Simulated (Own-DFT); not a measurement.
# Computed records: Hf36O71 (tetragonal hafnia with one neutral oxygen vacancy, atoms displaced)

All values are calculated (Own-DFT development build). A calculation, not a measurement: plane-wave PBE and HSE06 DFT by an unreviewed code, no spin, of a simulated cell at Gamma alone, so results move with cell size and shape, stress positive in tension, energies less offsets, not probed for a lower state with spin; hafnium file: forces about 75 meV/angstrom off all-electron values; oxygen file: force components 24 meV/angstrom off all-electron in a glass; k mesh not checked against a denser one; forces and stress are PBE's, HSE06 gives the energy alone, and its difference from PBE has offsets of its own; offsets are fitted by least squares, one for each functional and potential file, so energies compare only between cells with the same atoms and settings and are not formation energies; the far tail of each file's local potential was reset to the Coulomb form; each entry is a single point on an unrelaxed cell, so the pressure reflects the starting lattice, taken from the Materials Project, from which strain is counted, and rises with the displacements; printed positions are rounded, which can move forces by about a meV/angstrom; the program is a retired in-house code; no spin-orbit coupling.

Settings shared by all entries: first functional PBE; second functional HSE06; exact exchange share 0.25; screening 0.11 1/bohr; exchange divergence Gygi-Baldereschi; potential files PseudoDojo norm-conserving, scalar-relativistic, made for PBE, standard set; wave cutoff 48 hartree; occupations fixed; k mesh 1 x 1 x 1 centred on Gamma.

(1) Hf36O71 (tetragonal hafnia with one neutral oxygen vacancy, atoms displaced)

```cif
# cell vector a (Å): 10.7800 0.0000 0.0000
# cell vector b (Å): 0.0000 10.7800 0.0000
# cell vector c (Å): 0.0000 0.0000 10.4493
data_Hf36O71
_symmetry_space_group_name_H-M 'P 1'
_symmetry_Int_Tables_number 1
_cell_length_a 10.7800
_cell_length_b 10.7800
_cell_length_c 10.4493
_cell_angle_alpha 90.000
_cell_angle_beta 90.000
_cell_angle_gamma 90.000
_cell_volume 1214.30
loop_
_atom_site_label
_atom_site_type_symbol
_atom_site_fract_x
_atom_site_fract_y
_atom_site_fract_z
_atom_site_occupancy
Hf1 Hf 0.99249 0.01644 0.99710 1
Hf2 Hf 0.16068 0.16184 0.23870 1
O1 O 0.99738 0.16842 0.16102 1
O2 O 0.16546 0.00609 0.35465 1
O3 O 0.00095 0.17249 0.40132 1
O4 O 0.17689 0.98927 0.08650 1
Hf3 Hf 0.00259 0.99503 0.49337 1
Hf4 Hf 0.16571 0.16599 0.74684 1
O5 O 0.99141 0.17162 0.65540 1
O6 O 0.17288 0.00573 0.84959 1
O7 O 0.99126 0.16548 0.90369 1
O8 O 0.16004 0.99458 0.59441 1
Hf5 Hf 0.00189 0.32910 0.99850 1
Hf6 Hf 0.16130 0.50289 0.25886 1
O9 O 0.98873 0.49434 0.14955 1
O10 O 0.15735 0.33654 0.35318 1
O11 O 0.00556 0.49702 0.40342 1
O12 O 0.16801 0.33046 0.09596 1
Hf7 Hf 0.00255 0.32989 0.49755 1
Hf8 Hf 0.16970 0.50062 0.74974 1
O13 O 0.99959 0.49771 0.65205 1
O14 O 0.16083 0.34466 0.83292 1
O15 O 0.99539 0.50452 0.89358 1
O16 O 0.16898 0.33880 0.58814 1
Hf9 Hf 0.99081 0.66220 0.01102 1
Hf10 Hf 0.16708 0.83397 0.25186 1
O17 O 0.99998 0.83019 0.16432 1
O18 O 0.15981 0.67201 0.34367 1
O19 O 0.00695 0.83367 0.39857 1
O20 O 0.17727 0.66865 0.09208 1
Hf11 Hf 0.99400 0.65664 0.48592 1
Hf12 Hf 0.16673 0.83133 0.75071 1
O21 O 0.00111 0.82315 0.64170 1
O22 O 0.16596 0.66786 0.84607 1
O23 O 0.00160 0.83774 0.89944 1
O24 O 0.17009 0.67058 0.59214 1
Hf13 Hf 0.33568 0.99421 0.00694 1
Hf14 Hf 0.49738 0.17571 0.25984 1
O25 O 0.32510 0.17381 0.14249 1
O26 O 0.50768 0.99278 0.35812 1
O27 O 0.32637 0.17348 0.39918 1
O28 O 0.51594 0.01355 0.11544 1
Hf15 Hf 0.34479 0.99746 0.50869 1
Hf16 Hf 0.49275 0.16377 0.72995 1
O29 O 0.31889 0.15170 0.64581 1
O30 O 0.50948 0.01179 0.84791 1
O31 O 0.32994 0.16550 0.89830 1
O32 O 0.49471 0.00016 0.59837 1
Hf17 Hf 0.31595 0.33737 0.98954 1
Hf18 Hf 0.50762 0.51781 0.25426 1
O33 O 0.33755 0.50150 0.15989 1
O34 O 0.49677 0.32575 0.35049 1
O35 O 0.34290 0.50647 0.40110 1
O36 O 0.49930 0.34087 0.08533 1
Hf19 Hf 0.33087 0.32617 0.49454 1
Hf20 Hf 0.50444 0.50342 0.74882 1
O37 O 0.32297 0.48780 0.64056 1
O38 O 0.49327 0.33295 0.85494 1
O39 O 0.33270 0.50475 0.89427 1
O40 O 0.50096 0.32539 0.59296 1
Hf21 Hf 0.33092 0.66801 0.00173 1
Hf22 Hf 0.49849 0.82827 0.25156 1
O41 O 0.33237 0.84919 0.15722 1
O42 O 0.50050 0.65850 0.34347 1
O43 O 0.33447 0.84378 0.40247 1
O44 O 0.50394 0.65725 0.10254 1
Hf23 Hf 0.33373 0.67031 0.50967 1
Hf24 Hf 0.50725 0.82379 0.75492 1
O45 O 0.33716 0.83921 0.65958 1
O46 O 0.49981 0.67546 0.85618 1
O47 O 0.34270 0.83416 0.87980 1
O48 O 0.51503 0.66853 0.60832 1
Hf25 Hf 0.67018 0.01813 0.99963 1
Hf26 Hf 0.82082 0.17739 0.22908 1
O49 O 0.65788 0.16447 0.15287 1
O50 O 0.83122 0.99025 0.34673 1
O51 O 0.67841 0.15878 0.40790 1
O52 O 0.83658 0.99458 0.09523 1
Hf27 Hf 0.68033 0.99606 0.50069 1
Hf28 Hf 0.83507 0.17215 0.74685 1
O53 O 0.66825 0.15015 0.65949 1
O54 O 0.82654 0.00311 0.84860 1
O55 O 0.66493 0.17741 0.89371 1
O56 O 0.84288 0.99920 0.58734 1
Hf29 Hf 0.66691 0.32855 0.99782 1
Hf30 Hf 0.83661 0.48971 0.26874 1
O57 O 0.67369 0.49630 0.16823 1
O58 O 0.83257 0.33122 0.34978 1
O59 O 0.66439 0.49857 0.41507 1
O60 O 0.83393 0.32956 0.08780 1
Hf31 Hf 0.66846 0.33290 0.49840 1
Hf32 Hf 0.82395 0.48800 0.76477 1
O61 O 0.67060 0.50849 0.66705 1
O62 O 0.84278 0.33864 0.84049 1
O63 O 0.65703 0.50283 0.91007 1
O64 O 0.83894 0.33429 0.59155 1
Hf33 Hf 0.65689 0.67272 0.00366 1
Hf34 Hf 0.83186 0.84571 0.25405 1
O65 O 0.82286 0.67189 0.34417 1
O66 O 0.66783 0.83984 0.39679 1
O67 O 0.82883 0.66369 0.09319 1
Hf35 Hf 0.66029 0.66551 0.49562 1
Hf36 Hf 0.82085 0.82968 0.74378 1
O68 O 0.67952 0.83127 0.66111 1
O69 O 0.82866 0.66754 0.84891 1
O70 O 0.67604 0.84560 0.91038 1
O71 O 0.83095 0.67805 0.60419 1
```

| Quantity | Value |
| --- | --- |
| PBE energy of cell above offsets | -87.121 eV |
| HSE06 less PBE above offsets | 0.634 eV |
| PBE pressure | 5.52 GPa |
| PBE stress xx | -5.7 GPa |
| PBE stress yy | -5.29 GPa |
| PBE stress zz | -5.56 GPa |
| PBE stress yz | -0.7 GPa |
| PBE stress xz | 0.59 GPa |
| PBE stress xy | -0.06 GPa |

Force:
```
element  x (eV/Å)  y (eV/Å)  z (eV/Å)
     Hf     1.799    -6.092     -0.67
     Hf     2.432     0.157     3.176
      O    -0.921    -0.296    -2.568
      O    -0.223    -0.364    -2.245
      O    -0.361    -1.346    -0.083
      O    -3.671     1.164     1.692
     Hf     1.441    -0.082      0.12
     Hf    -0.345    -1.174     0.092
      O     2.224     0.167    -0.262
      O    -0.639    -0.136    -0.695
      O     0.496     2.536    -0.875
      O     0.774     0.355      0.82
     Hf     0.038     2.938    -0.719
     Hf     1.894    -0.665    -1.238
      O     1.582     0.123     0.698
      O     0.845     0.023    -1.798
      O    -0.901    -0.499    -1.716
      O    -2.553     0.468     0.159
     Hf     1.227      -0.6     1.334
     Hf     -1.75     2.988    -2.015
      O    -0.344     0.336    -0.279
      O    -0.009    -3.612     2.658
      O     0.294    -0.964     2.259
      O    -0.627    -1.225     0.776
     Hf     0.112     1.725     -2.57
     Hf    -1.116     1.714     0.425
      O     0.239     -0.28    -1.063
      O      0.37    -1.543     0.378
      O    -0.439    -0.779    -0.031
      O    -2.296    -0.131     1.375
     Hf    -0.322     4.259     4.306
     Hf    -2.295     0.811    -0.263
      O    -0.005     0.576     0.977
      O     0.656    -0.186     0.169
      O     0.219     0.328     1.436
      O     0.158    -0.294    -0.346
     Hf     2.158      1.43    -2.217
     Hf    -2.046    -3.365    -1.912
      O     1.087    -0.577     1.012
      O    -0.881     1.446    -0.616
      O     0.849    -2.221    -0.749
      O    -2.041    -1.894    -1.463
     Hf    -3.562     0.409    -2.008
     Hf     0.211     0.131     3.284
      O     1.744     1.206    -0.378
      O    -0.105    -1.197    -0.086
      O    -0.673     0.881     -0.11
      O     3.424     0.242     1.281
     Hf     4.833    -1.081    -0.045
     Hf     -1.59    -7.342    -3.624
      O    -1.366     0.176    -0.405
      O     1.194     2.799     0.667
      O    -0.738    -0.236     0.568
      O     0.012    -0.719     0.975
     Hf    -0.399     2.707    -0.012
     Hf    -1.516    -1.664     1.929
      O     2.993     1.482     0.987
      O     0.237       0.5    -2.989
      O    -0.101     0.538     0.567
      O     0.413     0.021     0.563
     Hf     0.621    -0.524     -1.78
     Hf     1.269     2.866     0.082
      O     1.739    -1.237    -0.928
      O     0.448      6.14     3.889
      O    -0.034    -3.049     0.162
      O    -1.914     1.018     0.601
     Hf    -0.873    -0.252    -0.465
     Hf    -1.039     3.633     0.301
      O      0.77    -0.839    -1.921
      O     0.717     -2.31     0.104
      O    -0.309     0.136     3.653
      O    -2.831     0.147    -0.085
     Hf    -1.545    -1.888    -1.535
     Hf      1.36    -1.382     3.535
      O     1.423     1.498    -0.756
      O     0.138      4.22     0.787
      O    -0.321     1.908    -0.936
      O    -1.017     0.983     1.112
     Hf    -1.376     0.647    -0.029
     Hf    -1.231     -1.81     0.261
      O     0.067     0.667    -1.286
      O     0.731     1.343    -0.469
      O     1.135    -0.019     0.779
      O    -0.923    -0.002     1.337
     Hf    -3.738     2.066     0.081
     Hf    -1.043     3.811    -3.054
      O     0.633    -0.307      0.04
      O    -0.597    -1.228    -0.055
      O     0.044    -0.257    -0.498
      O      0.22    -1.194     1.216
     Hf     0.251     -1.78     0.787
     Hf     3.116     6.805    -2.568
      O    -1.503    -1.045    -1.748
      O    -0.126    -4.436     2.784
      O     0.415    -0.955    -0.308
      O    -2.714      0.03     0.557
     Hf     3.621     0.897    -0.681
     Hf    -0.424    -3.765    -2.322
      O     0.973     -1.67     0.883
      O    -0.615    -2.391     0.636
      O     -0.69     0.508     0.441
     Hf     3.994     1.663     0.637
     Hf     8.922    -0.669     4.217
      O    -7.532     1.086    -4.057
      O    -0.355    -0.505     0.189
      O    -1.313    -1.365     0.505
      O    -0.667    -1.267    -2.726
```

(2) Hf36O71 (tetragonal hafnia with one neutral oxygen vacancy, atoms displaced)

```cif
# cell vector a (Å): 10.7800 0.0000 0.0000
# cell vector b (Å): 0.0000 10.7800 0.0000
# cell vector c (Å): 0.0000 0.0000 10.4493
data_Hf36O71
_symmetry_space_group_name_H-M 'P 1'
_symmetry_Int_Tables_number 1
_cell_length_a 10.7800
_cell_length_b 10.7800
_cell_length_c 10.4493
_cell_angle_alpha 90.000
_cell_angle_beta 90.000
_cell_angle_gamma 90.000
_cell_volume 1214.30
loop_
_atom_site_label
_atom_site_type_symbol
_atom_site_fract_x
_atom_site_fract_y
_atom_site_fract_z
_atom_site_occupancy
Hf1 Hf 0.00184 0.00338 0.00683 1
Hf2 Hf 0.16414 0.16690 0.25377 1
O1 O 0.00176 0.16423 0.14348 1
O2 O 0.16830 0.00301 0.35411 1
O3 O 0.99322 0.16646 0.41340 1
O4 O 0.16079 0.99891 0.08864 1
Hf3 Hf 0.00639 0.99896 0.49915 1
Hf4 Hf 0.17473 0.16648 0.74343 1
O5 O 0.99664 0.16963 0.64798 1
O6 O 0.16153 0.99118 0.84763 1
O7 O 0.00442 0.16782 0.90845 1
O8 O 0.15822 0.99840 0.59089 1
Hf5 Hf 0.00268 0.33247 0.99679 1
Hf6 Hf 0.16250 0.48998 0.25110 1
O9 O 0.99360 0.49432 0.15368 1
O10 O 0.17181 0.34283 0.35785 1
O11 O 0.99955 0.49825 0.40342 1
O12 O 0.17054 0.33354 0.10017 1
Hf7 Hf 0.99577 0.33710 0.50202 1
Hf8 Hf 0.16506 0.50773 0.75877 1
O13 O 0.99949 0.49720 0.65046 1
O14 O 0.16421 0.33533 0.84447 1
O15 O 0.00243 0.50092 0.90157 1
O16 O 0.16748 0.33309 0.59623 1
Hf9 Hf 0.00661 0.66112 0.00273 1
Hf10 Hf 0.16912 0.83760 0.25278 1
O17 O 0.99478 0.82648 0.15439 1
O18 O 0.16964 0.66366 0.34352 1
O19 O 0.00082 0.83191 0.38781 1
O20 O 0.16050 0.67336 0.09843 1
Hf11 Hf 0.99593 0.66275 0.50331 1
Hf12 Hf 0.17043 0.82972 0.75428 1
O21 O 0.99916 0.82837 0.64734 1
O22 O 0.16952 0.66222 0.83897 1
O23 O 0.99620 0.83428 0.90270 1
O24 O 0.16786 0.67097 0.59355 1
Hf13 Hf 0.34173 0.99365 0.99655 1
Hf14 Hf 0.49764 0.17077 0.24719 1
O25 O 0.33312 0.16788 0.14893 1
O26 O 0.49058 0.00661 0.34673 1
O27 O 0.33614 0.15578 0.40410 1
O28 O 0.50125 0.99745 0.10357 1
Hf15 Hf 0.34096 0.00317 0.50327 1
Hf16 Hf 0.49774 0.16130 0.75646 1
O29 O 0.33560 0.17615 0.65030 1
O30 O 0.49600 0.00282 0.84943 1
O31 O 0.34083 0.16974 0.90462 1
O32 O 0.48886 0.99713 0.60060 1
Hf17 Hf 0.33589 0.33092 0.99865 1
Hf18 Hf 0.50832 0.50046 0.25203 1
O33 O 0.33515 0.50393 0.15027 1
O34 O 0.49627 0.33365 0.34907 1
O35 O 0.33431 0.51114 0.39836 1
O36 O 0.49622 0.33748 0.10318 1
Hf19 Hf 0.33279 0.33408 0.50075 1
Hf20 Hf 0.49879 0.50048 0.75042 1
O37 O 0.33152 0.49584 0.65936 1
O38 O 0.48957 0.32916 0.85660 1
O39 O 0.34117 0.49644 0.89842 1
O40 O 0.50151 0.32905 0.60203 1
Hf21 Hf 0.34457 0.66978 0.99712 1
Hf22 Hf 0.49442 0.82934 0.25774 1
O41 O 0.32651 0.83829 0.15572 1
O42 O 0.50223 0.66381 0.34991 1
O43 O 0.33835 0.84268 0.40578 1
O44 O 0.50235 0.65754 0.10192 1
Hf23 Hf 0.33548 0.66281 0.49782 1
Hf24 Hf 0.50173 0.84358 0.75308 1
O45 O 0.50086 0.66961 0.84848 1
O46 O 0.33544 0.83038 0.90606 1
O47 O 0.49240 0.66923 0.59973 1
Hf25 Hf 0.66855 0.99737 0.01048 1
Hf26 Hf 0.83059 0.15864 0.25314 1
O48 O 0.66814 0.15578 0.15324 1
O49 O 0.83972 0.00231 0.34167 1
O50 O 0.67617 0.16185 0.40138 1
O51 O 0.83178 0.00949 0.09826 1
Hf27 Hf 0.68116 0.00178 0.50080 1
Hf28 Hf 0.83060 0.16801 0.75079 1
O52 O 0.65722 0.16614 0.65260 1
O53 O 0.83993 0.99621 0.85021 1
O54 O 0.67335 0.16658 0.90009 1
O55 O 0.82745 0.99559 0.59246 1
Hf29 Hf 0.66949 0.32919 0.00012 1
Hf30 Hf 0.83207 0.49667 0.24903 1
O56 O 0.66124 0.50201 0.14404 1
O57 O 0.83139 0.34124 0.34782 1
O58 O 0.66233 0.49869 0.39975 1
O59 O 0.83002 0.33889 0.10516 1
Hf31 Hf 0.66029 0.33919 0.49647 1
Hf32 Hf 0.83509 0.49167 0.75369 1
O60 O 0.65975 0.50375 0.65196 1
O61 O 0.83197 0.32435 0.84474 1
O62 O 0.66196 0.49800 0.90229 1
O63 O 0.83422 0.34124 0.59610 1
Hf33 Hf 0.65980 0.66563 0.98938 1
Hf34 Hf 0.84034 0.83132 0.25888 1
O64 O 0.66074 0.82929 0.15632 1
O65 O 0.83185 0.66998 0.35298 1
O66 O 0.66570 0.83021 0.40070 1
O67 O 0.82823 0.66939 0.09817 1
Hf35 Hf 0.67151 0.66411 0.49712 1
Hf36 Hf 0.83697 0.82786 0.75597 1
O68 O 0.66125 0.83469 0.65639 1
O69 O 0.84988 0.66428 0.84836 1
O70 O 0.66065 0.83365 0.90959 1
O71 O 0.82907 0.67422 0.59547 1
```

| Item | Value |
| --- | --- |
| PBE energy of cell above offsets | -95.922 eV |
| HSE06 less PBE above offsets | 0.077 eV |
| PBE pressure | 2.64 GPa |
| PBE stress xx | -1.37 GPa |
| PBE stress yy | -3.69 GPa |
| PBE stress zz | -2.85 GPa |
| PBE stress yz | 0.09 GPa |
| PBE stress xz | -0.8 GPa |
| PBE stress xy | 0.17 GPa |

Force:
```
element  x (eV/Å)  y (eV/Å)  z (eV/Å)
     Hf    -1.457    -0.947    -1.949
     Hf     0.663     0.034    -0.537
      O    -0.003     0.597     2.136
      O    -0.928     0.306    -1.314
      O     0.478     0.757    -1.836
      O     2.631    -0.048     1.732
     Hf    -1.464    -0.802    -0.448
     Hf    -1.975     0.117     0.715
      O     0.226    -0.214      1.31
      O     0.908     1.634    -0.689
      O    -0.198     0.112    -0.997
      O     2.651     0.252     1.781
     Hf     0.387     -0.44     1.071
     Hf     1.392     2.813    -1.064
      O     1.156     0.177    -0.322
      O    -0.035    -2.775    -0.462
      O    -0.135     0.649    -0.333
      O    -1.183     0.137      0.09
     Hf     0.873     -0.62     0.414
     Hf     0.618    -3.282    -2.586
      O     -0.22     0.639      0.46
      O     0.061    -0.644     0.471
      O    -0.135     -1.19    -0.281
      O    -0.274    -0.494    -0.039
     Hf    -2.601     2.269     0.607
     Hf     -1.87    -1.517     0.112
      O      0.94     0.931    -0.438
      O    -0.221     0.593    -0.122
      O    -0.016     0.117      2.04
      O     1.967    -0.359     -0.77
     Hf     0.979      1.16    -0.691
     Hf     -0.68     0.822    -1.612
      O    -0.009     0.161     0.451
      O     0.058      2.34     2.373
      O     0.469     -0.91     0.382
      O     0.042     -0.03     0.348
     Hf     -1.26     1.424      1.28
     Hf    -0.412    -1.121     0.256
      O    -0.661    -0.296     0.743
      O     0.916    -0.784    -0.216
      O    -0.661     3.706    -0.658
      O    -0.632     0.138    -0.935
     Hf    -1.848    -1.046    -0.604
     Hf     0.052     2.222    -0.786
      O    -0.194     -0.51      0.14
      O     0.019     -0.56     1.245
      O    -1.092    -2.023    -0.662
      O     2.972    -0.385     1.405
     Hf     0.338     1.212     0.593
     Hf    -1.956      0.21    -1.278
      O    -0.693    -0.105     0.528
      O     0.406     -0.33     0.673
      O      0.26    -2.764     0.505
      O     1.389    -0.894    -0.254
     Hf    -0.052     0.262     0.208
     Hf    -1.025    -0.469     0.388
      O    -0.009     0.019    -1.027
      O     1.368       0.2    -1.026
      O    -0.635     1.361     0.679
      O    -0.218     0.814    -0.603
     Hf    -0.999    -2.712     1.648
     Hf     1.148     1.367    -0.203
      O     1.776    -0.244     -0.82
      O    -0.027      0.57     0.116
      O    -0.303    -2.019     0.226
      O    -0.661     1.146    -0.676
     Hf    -0.718     1.358     0.242
     Hf    -0.732    -1.562    -1.502
      O    -0.098    -0.063     0.199
      O    -0.048     0.422    -0.764
      O     0.928     0.093     0.023
     Hf     0.336    -0.166    -0.094
     Hf       0.4     2.023    -0.846
      O    -0.868     1.067    -0.081
      O    -0.428    -1.276     1.373
      O    -0.091     1.429     0.032
      O     0.391    -0.407     0.534
     Hf    -3.878    -0.922    -0.981
     Hf     0.114    -2.418    -0.687
      O     1.639    -0.401    -0.027
      O    -0.656     0.789    -0.827
      O    -0.554    -0.572     0.451
      O     2.941     0.223     1.395
     Hf    -1.032     0.677     0.749
     Hf    -0.637     1.258    -1.058
      O     1.285    -0.519     0.896
      O    -0.008    -1.659      0.36
      O     0.125     0.383    -0.249
      O     0.127    -0.561    -1.395
     Hf     0.495    -1.495     0.787
     Hf    -0.396     1.047    -0.773
      O     1.614    -0.188    -0.223
      O     0.274      2.08     1.107
      O     0.672    -0.797    -0.912
      O    -1.667    -0.099     0.573
     Hf     1.321    -0.012     2.814
     Hf    -1.211     -0.91    -2.005
      O     0.429     0.727     0.141
      O    -0.047    -1.622     0.287
      O     0.037     1.071     0.819
      O     0.461    -0.515    -0.549
     Hf    -1.618     1.124     0.472
     Hf     0.578     0.664    -0.392
      O     0.848     0.067     0.172
      O    -1.484    -0.918    -0.701
      O     0.291     0.491    -0.955
      O     0.464    -0.637     0.705
```
